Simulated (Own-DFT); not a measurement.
# How strain changes the stress of beta-Si3N4, 112 atoms (N64Si48)

All numbers below are calculated, not measured. They come from Own-DFT, an in-house plane-wave density functional program, since retired, whose code no person has reviewed. Each row is one single-point run on a periodic cell that was not relaxed, without spin or spin-orbit coupling.

Settings of every run: PBE; PseudoDojo norm-conserving scalar-relativistic files; cutoff 42 hartree; 2 x 2 x 4 k mesh centred on Gamma; Fermi-Dirac smearing of 0.1 eV.

Known limits: forces on such cells moved up to 12 meV/angstrom on a denser k mesh; stress not checked against mesh or cutoff.

Unstrained cell vectors in Å: (15.212, 0.000, 0.000); (-7.606, 13.174, 0.000); (0.000, 0.000, 5.818). The unstrained cell has measured lattice constants (interpolated for alloys), not those of this functional. That, the random moves and any unrelaxed bonds set the pressure at no strain. Each run strains this cell uniformly, with the atoms carried along. Every atom was also moved at random, by a Gaussian of width 0.05 Å on each axis. Strain is the symmetric tensor, in per cent. Stress is positive in tension, and the pressure is minus a third of its trace.

| run | e_xx (%) | e_yy (%) | e_zz (%) | e_yz (%) | e_xz (%) | e_xy (%) | s_xx (GPa) | s_yy (GPa) | s_zz (GPa) | s_yz (GPa) | s_xz (GPa) | s_xy (GPa) | P (GPa) | E (meV/atom) |
|---|---|---|---|---|---|---|---|---|---|---|---|---|---|---|
| 1 | 0.49 | 1.30 | -1.20 | 1.58 | 1.08 | -0.76 | -4.19 | -1.39 | -17.18 | 4.93 | 4.80 | -2.21 | 7.59 | 16.3 |
| 2 | 1.81 | -0.21 | -0.66 | 0.48 | 0.58 | -0.87 | 0.08 | -6.29 | -11.14 | 0.17 | 2.92 | -3.35 | 5.78 | 11.1 |
| 3 | -0.39 | 0.40 | -0.14 | 1.42 | -1.56 | -1.36 | -13.69 | -5.64 | -9.83 | 3.68 | -6.20 | -6.04 | 9.72 | 33.0 |
| 4 | 0.07 | 1.94 | -1.22 | -1.24 | 1.51 | -0.80 | -5.24 | 1.99 | -17.17 | -3.00 | 4.65 | -3.78 | 6.81 | 15.0 |
| 5 | 0.28 | 0.02 | -1.46 | -0.24 | 0.75 | -1.30 | -7.31 | -9.36 | -17.74 | -0.03 | 2.74 | -5.84 | 11.47 | 0.0 |
| 6 | -1.47 | -0.02 | -1.75 | -1.04 | 1.61 | -1.87 | -17.08 | -12.15 | -24.74 | -3.47 | 6.59 | -9.72 | 17.99 | 51.2 |
| 7 | -0.20 | 0.77 | -0.90 | 1.42 | -0.82 | 1.93 | -10.19 | -2.07 | -15.51 | 4.68 | -3.28 | 8.54 | 9.26 | 19.9 |
| 8 | -0.40 | 1.63 | -0.31 | 1.59 | 0.94 | 0.57 | -8.41 | 0.45 | -9.28 | 5.75 | 0.96 | 4.42 | 5.75 | 10.8 |
| 9 | -0.36 | 0.42 | -1.24 | -1.29 | -1.84 | 1.00 | -8.84 | -6.92 | -22.42 | -1.95 | -7.84 | 4.56 | 12.73 | 56.5 |
| 10 | -0.82 | -0.76 | -0.34 | -1.24 | 1.49 | -0.02 | -15.44 | -10.38 | -16.53 | -5.88 | 4.17 | -2.31 | 14.12 | 43.0 |
| 11 | 0.04 | 0.54 | -0.68 | -1.33 | 1.49 | -0.05 | -6.81 | -3.66 | -17.62 | -5.37 | 6.41 | 0.66 | 9.37 | 27.2 |
| 12 | 1.16 | 1.56 | 1.97 | 1.98 | 0.08 | -1.16 | 3.55 | 1.75 | 4.02 | 5.76 | 0.76 | -4.23 | -3.11 | 0.7 |
| 13 | 1.85 | -1.86 | -0.82 | 1.54 | -1.15 | -1.32 | -0.09 | -17.27 | -15.61 | 5.42 | -4.78 | -4.14 | 10.99 | 26.4 |
| 14 | -0.43 | 0.89 | -0.60 | -1.93 | -0.30 | -1.90 | -9.93 | -4.39 | -12.58 | -6.94 | -0.81 | -7.75 | 8.96 | 11.0 |
| 15 | -1.75 | 0.42 | -0.08 | 1.19 | 0.85 | 0.04 | -13.48 | -8.57 | -14.01 | 3.72 | 3.38 | -1.38 | 12.02 | 29.4 |
| 16 | -1.79 | 0.46 | -0.52 | 1.77 | -0.41 | -0.74 | -19.90 | -6.67 | -15.44 | 4.49 | -2.25 | -3.57 | 14.00 | 40.2 |
| 17 | 1.68 | -1.42 | -0.67 | -1.82 | 0.68 | -1.81 | ? | ? | ? | ? | ? | ? | ? | ? |

E is the free energy for each atom above the lowest run shown.

## Worked fit

Each stress component was fitted by least squares to a constant and the strains of the runs shown, as fractions, with shears doubled. Shear strains stay in the fit of a normal stress only where such slopes are resolved. The slopes, in GPa:

```
stress  at no strain  per e_xx  per e_yy  per e_zz  scatter
  s_xx          -8.1  562 ± 48  156 ± 56   82 ± 64     1.97
  s_yy          -7.6   98 ± 35  526 ± 41   63 ± 46     1.43
  s_zz         -11.0  155 ± 49  120 ± 57  638 ± 64     1.99
```

Each shear stress against twice its own strain: yz 160 ± 11, xz 190 ± 13, xy 218 ± 11 GPa. These are stiffnesses along x, y and z of the frame in which the cell vectors are given, which need not be the crystal's axes. The atoms are held to the strained lattice; where symmetry lets them move under strain, relaxing them would lower some slopes. The table should be nearly symmetric about its diagonal, and what it lacks of that shows the noise. A ninth of its sum, 267 ± 7 GPa, estimates the bulk modulus near the mean pressure of these runs, 9.6 GPa, so it lies above the value at zero pressure.

## Withheld run

Question: what normal stresses and pressure should run 17 give?

The fit gives s_xx = -1.4, s_yy = -13.9, s_zz = -14.3 and P = 9.9 GPa. The calculation gave -2.44, -11.56, -12.93 and P = 8.98 GPa.
